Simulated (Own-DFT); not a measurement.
# Hybrid less PBE against volume: corundum Al2O3, 78 atoms (Al32O46), with two O vacancies

All values are computed. Each geometry was run twice at fixed positions with Own-DFT, a retired in-house plane-wave program that no person has reviewed: with PBE, and with HSE06 (exact exchange share 0.25 at short range, screening 0.11 per bohr, Gygi-Baldereschi treatment of its divergence). Both used PseudoDojo norm-conserving files made for PBE, a cutoff of 48 hartree, the Gamma point alone, fixed occupations, a neutral cell and no spin. The unstrained cell is 7.9 Å across at its thinnest, so Gamma alone is coarse and defects feel their images. The oxygen file's force components were 24 meV/Å off all-electron values in a glass.

Unstrained cell vectors in Å: (5.494, 0.000, 8.660); (-2.747, 4.758, 8.660); (-2.747, -4.758, 8.660), volume V0 = 679.1 Å³, from measured lattice constants. Each geometry has its own random strain of a few per cent, its own defect sites and random moves of rms u per axis. HSE06 gave the energy alone. D is its energy less that of PBE, over the lowest D shown. The PBE stress wasn't checked against mesh or cutoff.

| run | V - V0 (Å³) | u (Å) | P with PBE (GPa) | D (eV) |
|---|---|---|---|---|
| 1 | -2.5 | 0.0296 | 8.12 | 0.712 |
| 2 | -9.4 | 0.0307 | 11.49 | 0.392 |
| 3 | 17.9 | 0.0307 | 1.13 | 1.503 |
| 4 | -3.0 | 0.0471 | 10.67 | 0.804 |
| 5 | -1.8 | 0.0492 | 9.71 | 0.863 |
| 6 | -7.4 | 0.0516 | 12.87 | 0.606 |
| 7 | -20.3 | 0.0303 | 15.45 | 0.000 |
| 8 | 15.1 | 0.0288 | 1.66 | 1.387 |
| 9 | 14.7 | 0.0504 | 4.12 | 1.515 |
| 10 | 2.8 | 0.0268 | 6.32 | 0.892 |
| 11 | -22.9 | 0.0511 | 19.31 | 0.008 |
| 12 | 17.8 | 0.0295 | 1.31 | 1.495 |
| 13 | 11.8 | 0.0311 | 3.07 | ? |

## Worked fit

D = 0.72 + 0.0399 (V - V0) + 81 u² eV, with an error of 0.0005 on the volume slope, 8 on the last term and a scatter of 0.02 eV. Pressure is -dE/dV, and 1 eV/Å³ is 160.2 GPa, so HSE06 changes the pressure by -6.4 ± 0.1 GPa. With the ions held to the strained lattice, the PBE pressure falls by 261 ± 6 GPa per unit of volume strain; the shape of the strain isn't fitted, so the true error is larger, and a relaxed crystal would be softer. On that slope HSE06's volume at a given pressure is about 2.4 % smaller, or 0.8 % in lengths. At u = 0 and V0 the PBE pressure is 6.5 GPa, which puts the zero-pressure volume, against the measured cell and with the defects in, at +2.5 % for PBE and +0.1 % for HSE06, each good to a few tenths of a per cent.

## Prediction

Asked: what D should run 13 give?

The fit gives 1.27 eV, with rows scattering by 0.02. The run itself gave 1.268 eV.
